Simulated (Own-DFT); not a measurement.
# Which defects push the lattice out? 2H SiC

Source: density functional calculations with Own-DFT, an unreviewed in-house program that is no longer used. Nothing was measured or relaxed, and spin and spin-orbit coupling are left out.

Settings: PBE; PseudoDojo norm-conserving scalar-relativistic files; cutoff 42 hartree; 4 x 4 x 3 k mesh centred on Gamma; Fermi-Dirac smearing of 0.1 eV.

Caveats (not all hold for every row): a neutral cation vacancy leaves holes that likely carry spin, which these runs leave out; not probed for a lower state with spin; forces on such cells moved up to 12 meV/angstrom on a denser k mesh; forces on such cells passed a denser k mesh, each cell not checked; stress not checked against mesh or cutoff.

All runs share one cell, with vectors in Å (9.248, 0.000, 0.000); (-4.624, 8.009, 0.000); (0.000, 0.000, 10.068) and a volume of 745.7 Å³. Atoms were moved at random from their sites; u is the rms move along one axis. The defect's site can differ from row to row.

| cell | formula | u (Å) | P (GPa) |
|---|---|---|---|
| no defect | C36Si36 | 0.0270 | 3.72 |
| no defect | C36Si36 | 0.0585 | 6.12 |
| no defect | C36Si36 | 0.0592 | 6.55 |
| one Si vacancy | C36Si35 | 0.0468 | 4.66 |
| one Si vacancy | C36Si35 | 0.0497 | 4.54 |
| one Si vacancy | C36Si35 | 0.0504 | 4.29 |
| one Si on a C site | C35Si37 | 0.0283 | 10.20 |
| one Si on a C site | C35Si37 | 0.0303 | 10.65 |
| one Si on a C site | C35Si37 | 0.0486 | 11.47 |
| two N on a C site each | C34N2Si36 | 0.0297 | 2.98 |
| two N on a C site each | C34N2Si36 | 0.0300 | 2.97 |
| two N on a C site each | C34N2Si36 | 0.0471 | 3.99 |
| one Al on a Si site and one N on a C site | AlC35NSi35 | 0.0304 | 4.08 |
| one Al on a Si site and one N on a C site | AlC35NSi35 | 0.0307 | ? |
| one Al on a Si site and one N on a C site | AlC35NSi35 | 0.0431 | 4.76 |
| one Al on a Si site and one N on a C site | AlC35NSi35 | 0.0507 | 5.67 |

## Analysis

P = P0 + c u² + a shift for each defect gives P0 = 3.22 GPa, c = 880 ± 77 GPa/Å² and a scatter of 0.23 GPa. The shifts, and each times the cell's volume:

- one Si on a C site: 6.35 ± 0.21 GPa, 29.6 eV
- one Al on a Si site and one N on a C site: 0.04 ± 0.20 GPa, 0.2 eV (not resolved)
- one Si vacancy: -0.84 ± 0.19 GPa, -3.9 eV
- two N on a C site each: -1.08 ± 0.21 GPa, -5.0 eV (-2.5 eV for each of its 2 sites)

Positive is outwards. The product with the volume (160.2 GPa Å³ to the eV) is nearly free of the cell's size; divided by the bulk modulus at the cell's pressure it gives the volume that the defect adds. The atoms around the defects weren't relaxed, which would change these numbers.

## Check

Q: what pressure belongs in the blank (one Al on a Si site and one N on a C site, u = 0.0307 Å)?

Estimate: 4.09 ± 0.28 GPa. DFT gave 4.16 GPa.
